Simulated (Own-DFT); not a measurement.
Simulation results for Si12O23 (quartz with two neutral oxygen vacancies, atoms displaced)

Computed with Own-DFT development build. A calculation, not a measurement: plane-wave PBE and HSE06 DFT by an unreviewed code, no spin, of a simulated cell at Gamma alone, so results move with cell size and shape, stress positive in tension, energies less offsets, not probed for a lower state with spin; oxygen file: force components 24 meV/angstrom off all-electron in a glass; k mesh not checked against a denser one; forces and stress are PBE's, HSE06 gives the energy alone, and its difference from PBE has offsets of its own; offsets are fitted by least squares, one for each functional and potential file, so energies compare only between cells with the same atoms and settings and are not formation energies; the far tail of each file's local potential was reset to the Coulomb form; each entry is a single point on an unrelaxed cell, so the pressure reflects the starting lattice, mostly measured values (interpolated for alloys), from which strain is counted, and rises with the displacements; printed positions are rounded, which can move forces by about a meV/angstrom; the program, named Own-DFT, is a retired in-house code; no spin-orbit coupling.

Common to all runs: first functional PBE; second functional HSE06; exact exchange share 0.25; screening 0.11 1/bohr; exchange divergence Gygi-Baldereschi; potential files PseudoDojo norm-conserving, scalar-relativistic, made for PBE, standard set; wave cutoff 48 hartree; occupations fixed; k mesh 1 x 1 x 1 centred on Gamma.

```yaml
- entry: 1
  formula: Si12O23
  kind: "quartz with two neutral oxygen vacancies, atoms displaced"
  structure:
    cell_angstrom: [[9.8268, 0.0, 0.0], [-4.9134, 8.5103, 0.0], [0.0, 0.0, 10.8104]]
    atoms_fractional:
      - [Si, 0.23312, 0.00168, 0.99957]
      - [Si, 0.00172, 0.2326, 0.33306]
      - [Si, 0.26039, 0.26098, 0.16766]
      - [O, 0.20592, 0.12969, 0.05655]
      - [O, 0.43075, 0.29505, 0.23114]
      - [O, 0.36415, 0.07445, 0.3966]
      - [O, 0.07717, 0.37007, 0.44544]
      - [O, 0.13914, 0.21664, 0.27425]
      - [Si, 0.23361, 0.99628, 0.4981]
      - [Si, 0.99778, 0.23817, 0.83479]
      - [Si, 0.26661, 0.26631, 0.66963]
      - [O, 0.20687, 0.13566, 0.5588]
      - [O, 0.42005, 0.28609, 0.7241]
      - [O, 0.36319, 0.07785, 0.89228]
      - [O, 0.07747, 0.37064, 0.93684]
      - [O, 0.13612, 0.20079, 0.77402]
      - [O, 0.29643, 0.42302, 0.60725]
      - [Si, 0.23191, 0.49896, 0.99488]
      - [Si, 0.99609, 0.73665, 0.33291]
      - [Si, 0.26679, 0.76809, 0.1667]
      - [O, 0.43434, 0.79346, 0.22922]
      - [O, 0.3677, 0.56842, 0.38845]
      - [O, 0.06795, 0.86783, 0.43789]
      - [O, 0.13171, 0.70719, 0.27433]
      - [O, 0.29008, 0.92744, 0.10978]
      - [Si, 0.23515, 0.49925, 0.49797]
      - [Si, 0.00031, 0.73678, 0.83198]
      - [Si, 0.25922, 0.76083, 0.66899]
      - [O, 0.20419, 0.63022, 0.56158]
      - [O, 0.42592, 0.79119, 0.72848]
      - [O, 0.36531, 0.5768, 0.89102]
      - [O, 0.07528, 0.86575, 0.94712]
      - [O, 0.13096, 0.70406, 0.77485]
      - [O, 0.29249, 0.92728, 0.60466]
      - [Si, 0.73639, 0.99912, 0.99961]
      - [Si, 0.4984, 0.23155, 0.33151]
      - [Si, 0.76344, 0.26575, 0.16405]
      - [O, 0.70559, 0.1342, 0.06294]
      - [O, 0.92956, 0.2965, 0.22797]
      - [O, 0.87084, 0.07624, 0.39508]
      - [O, 0.57066, 0.36881, 0.43665]
      - [O, 0.63087, 0.20188, 0.27296]
      - [O, 0.79219, 0.42089, 0.10902]
      - [Si, 0.73083, 0.99999, 0.5029]
      - [Si, 0.49734, 0.23657, 0.8335]
      - [Si, 0.76674, 0.26199, 0.66644]
      - [O, 0.70882, 0.13029, 0.56109]
      - [O, 0.92321, 0.28994, 0.72522]
      - [O, 0.86981, 0.07014, 0.8924]
      - [O, 0.56944, 0.37133, 0.94261]
      - [O, 0.62575, 0.20748, 0.77275]
      - [O, 0.79422, 0.43038, 0.60905]
      - [Si, 0.73923, 0.50061, 0.99833]
      - [Si, 0.50007, 0.73485, 0.33045]
      - [Si, 0.7573, 0.75943, 0.16588]
      - [O, 0.7085, 0.63436, 0.06]
      - [O, 0.92278, 0.79406, 0.22983]
      - [O, 0.86888, 0.57165, 0.39246]
      - [O, 0.58209, 0.86964, 0.44323]
      - [O, 0.63493, 0.71006, 0.27354]
      - [O, 0.79172, 0.92638, 0.10764]
      - [Si, 0.73354, 0.49543, 0.5017]
      - [Si, 0.49921, 0.73377, 0.83695]
      - [Si, 0.76979, 0.76933, 0.66645]
      - [O, 0.70473, 0.63141, 0.56065]
      - [O, 0.9258, 0.79692, 0.72625]
      - [O, 0.87285, 0.58037, 0.89141]
      - [O, 0.57758, 0.87056, 0.94197]
      - [O, 0.63139, 0.70249, 0.76843]
      - [O, 0.78968, 0.9242, 0.60549]
  results:
    "PBE_energy_of_cell_above_offsets [eV]": "-20.713"
    "HSE06_less_PBE_above_offsets [eV]": "-0.051"
    "PBE_pressure [GPa]": 8.2
    "PBE_stress_xx [GPa]": -8.64
    "PBE_stress_yy [GPa]": -8.54
    "PBE_stress_zz [GPa]": -7.41
    "PBE_stress_yz [GPa]": 0.79
    "PBE_stress_xz [GPa]": -1.01
    "PBE_stress_xy [GPa]": -1.61
    force_element: [Si, Si, Si, O, O, O, O, O, Si, Si, Si, O, O, O, O, O, O, Si, Si, Si, O, O, O, O, O, Si, Si, Si, O, O, O, O, O, O, Si, Si, Si, O, O, O, O, O, O, Si, Si, Si, O, O, O, O, O, O, Si, Si, Si, O, O, O, O, O, O, Si, Si, Si, O, O, O, O, O, O]
    "force_x [eV/angstrom]": [2.268, -1.838, 1.599, -1.898, -2.658, 1.257, -1.773, 0.181, -2.521, 2.814, -1.335, 0.314, 2.888, 0.243, -2.515, -3.134, -1.243, 1.976, 0.801, 1.229, -3.628, -0.253, 0.181, 0.675, 0.338, 2.393, -0.058, 1.749, -0.087, -0.892, 0.033, -1.32, -0.149, 0.996, 0.188, 0.846, 1.998, 0.667, -0.57, -0.658, 0.462, 0.549, -1.594, 4.099, -0.929, -3.524, -2.078, 1.525, -0.247, 0.493, 2.809, 1.445, -0.613, 1.571, 1.665, 0.314, -1.054, -0.493, -2.595, -0.019, 0.422, -1.022, 1.697, -1.936, 0.325, 2.421, -0.946, -1.229, -1.032, 0.412]
    "force_y [eV/angstrom]": [-0.747, 2.049, 3.104, 2.008, 0.28, 0.051, -2.906, -1.346, 1.276, -2.104, -1.746, -0.907, 0.977, -1.028, -1.469, 0.187, 2.382, 2.153, -1.0, -2.571, 1.519, 0.283, 0.599, 0.079, 1.052, 0.971, 2.629, 1.493, 0.157, 0.314, -1.58, -2.25, -0.341, -1.565, 1.679, 0.192, -2.013, -1.807, -0.106, -1.175, -0.173, -0.174, 3.959, 0.315, 0.96, 0.846, 2.196, 0.611, 0.422, -0.105, -0.027, -1.746, -0.172, -0.436, 2.272, -1.399, 0.313, -0.746, -3.48, -0.969, -0.204, 1.485, 1.861, -1.912, 0.195, 0.505, -2.643, -1.626, 0.09, 1.008]
    "force_z [eV/angstrom]": [-0.067, 1.402, -3.114, 1.823, -2.648, -1.552, -2.112, 1.134, 1.187, -1.595, -2.371, -0.399, 1.249, 0.261, -0.909, 2.037, -1.12, 5.742, 0.314, -0.452, -3.08, 0.421, 0.809, -0.307, -0.283, 1.521, 0.373, -1.26, -0.08, -0.325, 0.151, -2.024, 0.53, 1.501, 1.074, 1.935, 3.649, -2.119, -0.477, 0.824, 0.438, -0.099, -2.433, -1.385, 0.357, -0.185, 1.063, 0.791, 0.093, -0.425, -1.208, 1.387, 0.586, 4.059, 0.523, -1.343, -1.466, 0.61, -2.479, 0.672, 0.336, -1.665, -2.064, -1.297, -0.017, 1.107, 1.343, -0.944, 1.495, 0.509]
- entry: 2
  formula: Si12O23
  kind: "quartz with two neutral oxygen vacancies, atoms displaced"
  structure:
    cell_angstrom: [[9.8268, 0.0, 0.0], [-4.9134, 8.5103, 0.0], [0.0, 0.0, 10.8104]]
    atoms_fractional:
      - [Si, 0.2328, 0.99714, 6.0e-05]
      - [Si, 0.00429, 0.23534, 0.33187]
      - [Si, 0.26174, 0.26612, 0.1651]
      - [O, 0.20845, 0.13336, 0.06804]
      - [O, 0.42398, 0.29388, 0.22752]
      - [O, 0.35919, 0.07517, 0.39572]
      - [O, 0.07774, 0.36583, 0.441]
      - [O, 0.12986, 0.20317, 0.27401]
      - [O, 0.28802, 0.41917, 0.10699]
      - [Si, 0.23583, 0.99828, 0.49939]
      - [Si, 0.00313, 0.2392, 0.83505]
      - [Si, 0.26755, 0.27018, 0.66874]
      - [O, 0.21322, 0.13646, 0.56245]
      - [O, 0.42299, 0.29376, 0.72205]
      - [O, 0.3722, 0.08085, 0.89008]
      - [O, 0.07929, 0.36699, 0.94037]
      - [O, 0.13063, 0.20493, 0.7771]
      - [O, 0.29544, 0.42716, 0.60588]
      - [Si, 0.23912, 0.50629, 0.99788]
      - [Si, 0.999, 0.73625, 0.32824]
      - [Si, 0.26459, 0.7703, 0.16289]
      - [O, 0.2049, 0.63114, 0.05818]
      - [O, 0.42446, 0.79122, 0.22859]
      - [O, 0.36826, 0.57093, 0.38867]
      - [O, 0.07614, 0.8687, 0.44135]
      - [O, 0.13186, 0.70347, 0.27396]
      - [O, 0.29754, 0.92618, 0.1042]
      - [Si, 0.23303, 0.49837, 0.50086]
      - [Si, 0.00262, 0.73722, 0.83718]
      - [Si, 0.26918, 0.76399, 0.66586]
      - [O, 0.20611, 0.63871, 0.56093]
      - [O, 0.42786, 0.79586, 0.72749]
      - [O, 0.36763, 0.57786, 0.88922]
      - [O, 0.07107, 0.86495, 0.94534]
      - [O, 0.12985, 0.70202, 0.7755]
      - [O, 0.29308, 0.9257, 0.60983]
      - [Si, 0.73872, 0.99785, 0.00086]
      - [Si, 0.50251, 0.23801, 0.33795]
      - [Si, 0.76378, 0.26225, 0.16786]
      - [O, 0.7026, 0.12859, 0.05351]
      - [O, 0.9272, 0.30194, 0.22768]
      - [O, 0.86347, 0.07044, 0.39217]
      - [O, 0.57486, 0.36726, 0.44057]
      - [O, 0.63549, 0.20458, 0.27864]
      - [Si, 0.7318, 0.99995, 0.50112]
      - [Si, 0.50396, 0.23356, 0.83343]
      - [Si, 0.76754, 0.26573, 0.6627]
      - [O, 0.70147, 0.13198, 0.55834]
      - [O, 0.92419, 0.2867, 0.72409]
      - [O, 0.86666, 0.07269, 0.89415]
      - [O, 0.57531, 0.36884, 0.94056]
      - [O, 0.63441, 0.20807, 0.77051]
      - [O, 0.79181, 0.42601, 0.60708]
      - [Si, 0.73799, 0.50344, 0.00136]
      - [Si, 0.49493, 0.73122, 0.33609]
      - [Si, 0.76171, 0.76577, 0.16392]
      - [O, 0.93021, 0.79494, 0.22841]
      - [O, 0.86258, 0.57212, 0.3958]
      - [O, 0.57048, 0.86725, 0.43848]
      - [O, 0.6331, 0.70748, 0.27744]
      - [O, 0.79086, 0.92753, 0.10779]
      - [Si, 0.73851, 0.50236, 0.50402]
      - [Si, 0.50302, 0.74152, 0.82948]
      - [Si, 0.76459, 0.76837, 0.66192]
      - [O, 0.70258, 0.62679, 0.56004]
      - [O, 0.92253, 0.78758, 0.73191]
      - [O, 0.86908, 0.57428, 0.89362]
      - [O, 0.57545, 0.86537, 0.94104]
      - [O, 0.63694, 0.7061, 0.77735]
      - [O, 0.79379, 0.92506, 0.60259]
  results:
    "PBE_energy_of_cell_above_offsets [eV]": "-21.408"
    "HSE06_less_PBE_above_offsets [eV]": "-0.010"
    "PBE_pressure [GPa]": 7.49
    "PBE_stress_xx [GPa]": -7.4
    "PBE_stress_yy [GPa]": -8.5
    "PBE_stress_zz [GPa]": -6.57
    "PBE_stress_yz [GPa]": 0.12
    "PBE_stress_xz [GPa]": -0.89
    "PBE_stress_xy [GPa]": 0.06
    force_element: [Si, Si, Si, O, O, O, O, O, O, Si, Si, Si, O, O, O, O, O, O, Si, Si, Si, O, O, O, O, O, O, Si, Si, Si, O, O, O, O, O, O, Si, Si, Si, O, O, O, O, O, Si, Si, Si, O, O, O, O, O, O, Si, Si, Si, O, O, O, O, O, Si, Si, Si, O, O, O, O, O, O]
    "force_x [eV/angstrom]": [0.706, -2.927, 1.909, 0.527, 0.823, 2.385, -1.178, 1.457, -1.512, -1.172, -0.909, -1.53, -0.613, 3.92, -2.093, -0.739, 1.542, -0.677, 1.273, 1.218, 1.787, -1.035, -0.895, -1.641, -1.11, 0.644, -0.725, 0.975, -0.101, -2.835, 1.023, 0.242, 0.149, -0.353, 1.56, 0.166, -1.807, -1.102, -2.103, -0.461, 1.972, 0.274, 0.133, -0.464, 0.131, -1.321, -0.737, -0.224, 0.539, 0.889, -0.536, 1.011, 1.035, 0.254, 0.907, 1.656, -2.917, 1.437, -0.208, 0.807, 1.301, -0.729, 1.659, 1.59, -1.575, -1.017, 0.085, -0.354, -0.13, -0.257]
    "force_y [eV/angstrom]": [2.867, -0.39, -0.882, -3.057, -0.032, 1.344, -0.871, -0.323, 3.763, 0.478, -1.561, -2.484, -0.364, 0.334, -3.789, 0.529, 0.171, 1.541, -1.618, -1.144, -3.432, 1.561, 0.301, -2.605, -1.837, 0.202, 2.31, 1.939, -0.696, 1.123, -2.732, 0.889, -0.241, 0.253, 0.428, 0.387, 0.802, -1.099, 1.289, 1.122, -0.204, 0.807, 1.115, -0.41, -0.001, 3.374, -0.404, 0.013, 0.551, 0.634, -0.133, -0.251, 0.083, -0.277, 1.833, -3.035, 1.166, 1.462, 0.267, 0.076, 0.177, -1.549, -1.196, -2.623, 2.293, 0.765, -0.609, -0.104, 0.42, 1.286]
    "force_z [eV/angstrom]": [-0.23, 0.813, 3.146, -2.849, 0.695, -2.41, -0.389, -0.735, -2.005, 2.808, -0.151, -0.35, -0.221, 2.627, 2.47, 0.496, -1.063, -0.181, 0.293, 4.046, 2.345, 0.848, -0.965, 2.232, -1.152, -0.844, -1.054, -0.247, -1.232, 1.749, -2.194, -0.981, 0.043, 0.264, -0.69, -0.08, -1.477, -1.919, -2.75, 1.47, 0.874, -0.29, 1.431, 0.28, -1.789, -1.769, 1.038, -0.122, 0.038, -0.8, -0.442, -0.356, 0.891, 3.382, -1.462, 0.186, -2.755, -1.627, 0.96, -0.679, 1.373, -1.805, 1.708, 2.346, 1.303, -1.322, 0.17, 0.01, -0.947, 0.0]
- entry: 3
  formula: Si12O23
  kind: "quartz with two neutral oxygen vacancies, atoms displaced"
  structure:
    cell_angstrom: [[9.8268, 0.0, 0.0], [-4.9134, 8.5103, 0.0], [0.0, 0.0, 10.8104]]
    atoms_fractional:
      - [Si, 0.2334, 0.99957, 0.00199]
      - [Si, 0.00189, 0.24072, 0.33164]
      - [Si, 0.2619, 0.26356, 0.16602]
      - [O, 0.20963, 0.13365, 0.05955]
      - [O, 0.43389, 0.29492, 0.22722]
      - [O, 0.3673, 0.07439, 0.39239]
      - [O, 0.07497, 0.3713, 0.43674]
      - [O, 0.13415, 0.20516, 0.27517]
      - [O, 0.29428, 0.4286, 0.10973]
      - [Si, 0.23671, 0.00337, 0.49928]
      - [Si, 0.99997, 0.23522, 0.83311]
      - [Si, 0.2675, 0.2687, 0.66523]
      - [O, 0.20641, 0.13085, 0.55747]
      - [O, 0.42429, 0.29241, 0.72182]
      - [O, 0.37014, 0.07094, 0.89677]
      - [O, 0.07925, 0.37235, 0.93962]
      - [O, 0.13022, 0.20498, 0.77431]
      - [O, 0.2903, 0.42508, 0.60654]
      - [Si, 0.24086, 0.50573, 0.00379]
      - [Si, 0.00548, 0.7427, 0.33325]
      - [Si, 0.26463, 0.76518, 0.17033]
      - [O, 0.20805, 0.63896, 0.05571]
      - [O, 0.43355, 0.79595, 0.22794]
      - [O, 0.3643, 0.56957, 0.39306]
      - [O, 0.07005, 0.86458, 0.43825]
      - [O, 0.13193, 0.70629, 0.27166]
      - [O, 0.2889, 0.9233, 0.10425]
      - [Si, 0.23754, 0.50239, 0.50377]
      - [Si, 0.99951, 0.73359, 0.83347]
      - [Si, 0.26558, 0.76148, 0.66398]
      - [O, 0.20487, 0.63277, 0.55738]
      - [O, 0.4278, 0.79215, 0.72452]
      - [O, 0.07077, 0.86198, 0.93989]
      - [O, 0.13, 0.70255, 0.77353]
      - [O, 0.29437, 0.92855, 0.61001]
      - [Si, 0.73452, 0.99794, 0.00091]
      - [Si, 0.50106, 0.23192, 0.33146]
      - [Si, 0.76527, 0.26273, 0.16809]
      - [O, 0.70517, 0.13749, 0.06543]
      - [O, 0.9234, 0.29187, 0.22201]
      - [O, 0.86534, 0.07263, 0.39172]
      - [O, 0.57165, 0.36171, 0.43813]
      - [O, 0.6328, 0.20725, 0.27156]
      - [O, 0.80108, 0.43055, 0.10843]
      - [Si, 0.73333, 0.00262, 0.50012]
      - [Si, 0.5005, 0.24289, 0.83027]
      - [Si, 0.76753, 0.26894, 0.66866]
      - [O, 0.70263, 0.13146, 0.56044]
      - [O, 0.92851, 0.29398, 0.72702]
      - [O, 0.86804, 0.08476, 0.89069]
      - [O, 0.57247, 0.36495, 0.93841]
      - [O, 0.63083, 0.20254, 0.77315]
      - [O, 0.79526, 0.42268, 0.60998]
      - [Si, 0.73688, 0.48995, 0.99841]
      - [Si, 0.49951, 0.73876, 0.32746]
      - [Si, 0.76385, 0.76117, 0.16842]
      - [O, 0.70513, 0.63226, 0.06318]
      - [O, 0.92936, 0.79862, 0.22344]
      - [O, 0.86595, 0.57319, 0.39398]
      - [O, 0.57198, 0.86614, 0.44299]
      - [O, 0.63301, 0.70466, 0.27482]
      - [O, 0.79251, 0.92793, 0.10755]
      - [Si, 0.73216, 0.49835, 0.50095]
      - [Si, 0.50465, 0.73336, 0.83113]
      - [Si, 0.76328, 0.7651, 0.66867]
      - [O, 0.70692, 0.62822, 0.56224]
      - [O, 0.93032, 0.7999, 0.72076]
      - [O, 0.86561, 0.57475, 0.88942]
      - [O, 0.5641, 0.86581, 0.94003]
      - [O, 0.79668, 0.93095, 0.61003]
  results:
    "PBE_energy_of_cell_above_offsets [eV]": "-21.792"
    "HSE06_less_PBE_above_offsets [eV]": "0.155"
    "PBE_pressure [GPa]": 6.32
    "PBE_stress_xx [GPa]": -6.06
    "PBE_stress_yy [GPa]": -6.28
    "PBE_stress_zz [GPa]": -6.61
    "PBE_stress_yz [GPa]": -1.36
    "PBE_stress_xz [GPa]": -1.75
    "PBE_stress_xy [GPa]": 2.08
    force_element: [Si, Si, Si, O, O, O, O, O, O, Si, Si, Si, O, O, O, O, O, O, Si, Si, Si, O, O, O, O, O, O, Si, Si, Si, O, O, O, O, O, Si, Si, Si, O, O, O, O, O, O, Si, Si, Si, O, O, O, O, O, O, Si, Si, Si, O, O, O, O, O, O, Si, Si, Si, O, O, O, O, O]
    "force_x [eV/angstrom]": [0.523, -0.331, 2.261, -1.184, -2.718, -0.043, -0.073, -0.274, 0.399, 0.836, 0.695, -2.072, -1.409, 1.229, -0.142, -0.059, 2.074, 0.474, 0.94, -1.951, 0.973, -0.411, -4.097, 0.613, 0.797, 0.229, 0.989, -0.546, -0.326, -1.231, -0.688, 0.011, -0.071, 1.229, -0.277, -1.755, -0.436, -1.762, 0.905, 2.926, 0.273, 0.192, 0.993, 0.225, 1.235, 1.136, 0.637, -0.568, -0.182, -1.732, -0.291, -0.603, -1.735, -1.493, 2.979, -0.406, 1.079, 1.185, 0.43, -0.51, -0.159, 0.589, 1.788, 0.811, -2.048, -1.494, 1.316, -0.68, 1.156, -0.371]
    "force_y [eV/angstrom]": [-0.742, -1.6, 0.526, 0.708, 0.118, -1.23, 0.455, -0.097, 0.026, -2.242, 3.0, -2.843, 2.185, 0.839, 1.413, -0.254, 0.176, 0.671, 0.848, -3.254, 0.512, 0.582, 1.369, 1.366, 2.714, -0.471, -0.351, -0.549, 1.21, 1.205, 0.248, -0.054, 1.178, 0.0, -0.025, 1.302, 0.565, 1.745, -3.36, 0.584, 0.827, 0.949, -0.632, -0.379, -0.675, -4.181, -3.365, 1.281, 0.583, -3.849, 1.095, 0.46, 3.251, 3.14, -2.322, 0.972, -2.237, 0.097, 0.823, -0.908, -0.076, -0.592, -1.399, -2.002, -0.105, 1.261, -0.472, -1.751, 1.445, 0.287]
    "force_z [eV/angstrom]": [-2.232, 0.219, 1.205, 0.213, -1.961, -0.017, 0.773, 0.05, 0.631, 0.102, -0.161, 0.057, 1.3, 0.37, -0.866, -0.171, -1.237, 0.719, -3.026, -1.263, -2.012, 1.244, -3.815, -0.812, 2.34, 0.825, 1.717, -2.668, -1.841, 1.554, -0.028, -0.291, 0.969, -0.948, -0.684, -0.886, 0.474, 0.18, -3.176, 1.456, -0.445, 1.293, 0.339, 0.198, 0.345, 0.156, 0.37, 0.721, -0.612, 2.52, 1.016, 0.364, -2.025, 0.968, 5.461, -0.497, -1.9, 0.76, -0.578, -0.924, 0.35, 0.543, -0.693, 0.1, 0.883, 0.908, 1.447, 0.591, 0.798, -0.769]
```
